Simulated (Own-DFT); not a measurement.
# What random displacements cost in 3C SiC, 64 atoms (C32Si32)

These are calculations, not measurements. The program, named Own-DFT, is a retired in-house plane-wave density functional code that no person has reviewed. Each row is one single-point run on a periodic cell that was not relaxed, without spin or spin-orbit coupling.

Settings of every run: PBE; PseudoDojo norm-conserving scalar-relativistic files; cutoff 42 hartree; 4 x 4 x 4 k mesh centred on Gamma; Fermi-Dirac smearing of 0.1 eV.

Known limits, some of them of some rows only: some atoms lie very close together; forces on such cells passed a denser k mesh, each cell not checked; stress not checked against mesh or cutoff.

Cell vectors in Å: (8.719, 0.000, 0.000); (0.000, 8.719, 0.000); (0.000, 0.000, 8.719). In each run every atom was moved at random and independently from its ideal site; u is the rms move along one axis. E is the free energy for each atom above the fitted value at u = 0, and F the rms of the force components.

```
run,u (Å),E (meV/atom),F (eV/Å),largest force (eV/Å),P (GPa)
1,0.0276,27.1,0.760,2.93,3.57
2,0.0287,30.1,0.789,2.35,3.73
3,0.0598,145.9,1.912,6.29,6.74
4,0.0614,?,?,?,?
5,0.0615,134.6,1.769,4.95,6.26
6,0.0992,347.3,2.954,12.15,11.89
7,0.1055,397.0,3.124,11.56,12.41
8,0.1477,805.2,5.053,26.79,21.23
```

## Worked fit

For small independent moves the energy grows as E = (3/2) K u², with K the mean stiffness felt by one atom. The runs with u up to 0.11 Å give K = 24.4 ± 0.9 eV/Å², with residuals divided by u² + 0.0006 Å², since the noise grows with the moves. The scatter is 6.3 meV/atom at u = 0.05 Å. The forces follow F = G u with G = 29.2 eV/Å²; no force at u = 0 is resolved. G exceeds K because the moves of its neighbours add to the force on an atom, and stiffness differs between atoms. At u = 0.148 Å the parabola gives 799 meV/atom and the run 805. The pressure follows P = 3.13 + 863 u² GPa: at fixed volume, shortened bonds push harder than stretched ones pull.

## Withheld run

Question: what energy and rms force should run 4 give?

The fit gives 138 ± 10 meV/atom and about 1.79 eV/Å. The calculation gave 152.1 meV/atom and 1.916 eV/Å.
